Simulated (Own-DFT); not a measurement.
# A change of arrangement and its cost: As32Ga32, 64 atoms

These are calculations, not measurements. They come from Own-DFT, an in-house plane-wave density functional program, since retired, whose code no person has reviewed. Each row is one single-point run on a periodic cell that was not relaxed, without spin or spin-orbit coupling.

Settings of every run: PBE; PseudoDojo norm-conserving scalar-relativistic files; cutoff 42 hartree; 3 x 3 x 3 k mesh centred on Gamma; Fermi-Dirac smearing of 0.1 eV.

Known limits, some of them of some rows only: not probed for a lower state with spin; forces on such cells failed a check on a denser k mesh; forces not confirmed at this smearing and k mesh; stress not checked against mesh or cutoff.

All cells hold the same atoms in the same cell, with vectors in Å (11.307, 0.000, 0.000); (0.000, 11.307, 0.000); (0.000, 0.000, 11.307). Every atom was moved at random from its ideal site; u is the rms move along one axis. The defect's site can differ from row to row. E is the free energy of the cell above the lowest run. The arrangements:

- A: zincblende GaAs
- B: zincblende GaAs, with one As on a Ga site and one Ga on an As site, 2.4 Å apart

```
arrangement,u (Å),E (eV),P (GPa)
A,0.0197,0.000,3.51
A,0.0198,0.068,3.53
A,0.0202,0.016,3.51
A,0.0485,1.849,3.90
A,0.0534,2.577,4.04
A,0.0544,2.875,4.13
B,0.0295,3.165,3.94
B,0.0327,3.329,3.99
B,0.0331,3.317,3.97
B,0.0453,4.402,4.26
B,0.0518,4.732,4.27
B,0.0534,5.259,4.39
```

Question: once the cost of the random moves is taken out, how do the arrangements rank?

## Worked answer

Fit E = a + b u², with one b for all and one a for each arrangement, and with residuals divided by u², since the noise grows with the moves. Then b = 1018 eV/Å², the scatter at u = 0.04 Å is 0.11 eV, and against A:

- B: 2.62 ± 0.05 eV (higher)

These are energies of unrelaxed cells. Relaxing the atoms lowers the strained arrangements most, so the gaps would shrink and small ones could change sign.
